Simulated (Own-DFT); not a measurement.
# Point defects and the pressure they add: zincblende InP

The numbers are computed, not measured, by runs of the plane-wave DFT program Own-DFT (in-house, retired, unreviewed) at fixed positions, with no spin and no spin-orbit coupling.

All runs used: PBE; PseudoDojo norm-conserving scalar-relativistic files; cutoff 36 hartree; 3 x 3 x 3 k mesh centred on Gamma; Fermi-Dirac smearing of 0.1 eV.

Caveats (not all hold for every row): not probed for a lower state with spin; forces on such cells moved up to 12 meV/angstrom on a denser k mesh; stress not checked against mesh or cutoff.

All runs share one cell, with vectors in Å (11.737, 0.000, 0.000); (0.000, 11.737, 0.000); (0.000, 0.000, 11.737) and a volume of 1617.0 Å³. Atoms were moved at random from their sites; u is the rms move along one axis. The defect's site can differ from row to row.

```
cell,formula,u (Å),P (GPa)
no defect,In32P32,0.0186,3.20
no defect,In32P32,0.0204,3.21
no defect,In32P32,0.0499,3.61
two P vacancies,In32P30,0.0284,2.88
two P vacancies,In32P30,0.0299,2.93
two P vacancies,In32P30,0.0301,?
two P vacancies,In32P30,0.0310,2.97
one In on a P site and one P on an In site,In32P32,0.0273,3.64
one In on a P site and one P on an In site,In32P32,0.0326,3.65
one In on a P site and one P on an In site,In32P32,0.0515,3.90
```

## Working it out

P = P0 + c u² + a shift for each defect gives P0 = 3.15 GPa, c = 172 ± 15 GPa/Å² and a scatter of 0.03 GPa. The shifts, and each times the cell's volume:

- one In on a P site and one P on an In site: 0.32 ± 0.03 GPa, 3.2 eV
- two P vacancies: -0.38 ± 0.03 GPa, -3.9 eV (-1.9 eV for each of its 2 sites)

Positive is outwards. The product with the volume (160.2 GPa Å³ to the eV) is nearly free of the cell's size; divided by the bulk modulus at the cell's pressure it gives the volume that the defect adds. The atoms around the defects weren't relaxed, which would change these numbers.

## Test on the hidden row

Asked: what pressure belongs in the blank (two P vacancies, u = 0.0301 Å)?

The fitted form gives 2.93 ± 0.04 GPa. The run itself gave 3.01 GPa.
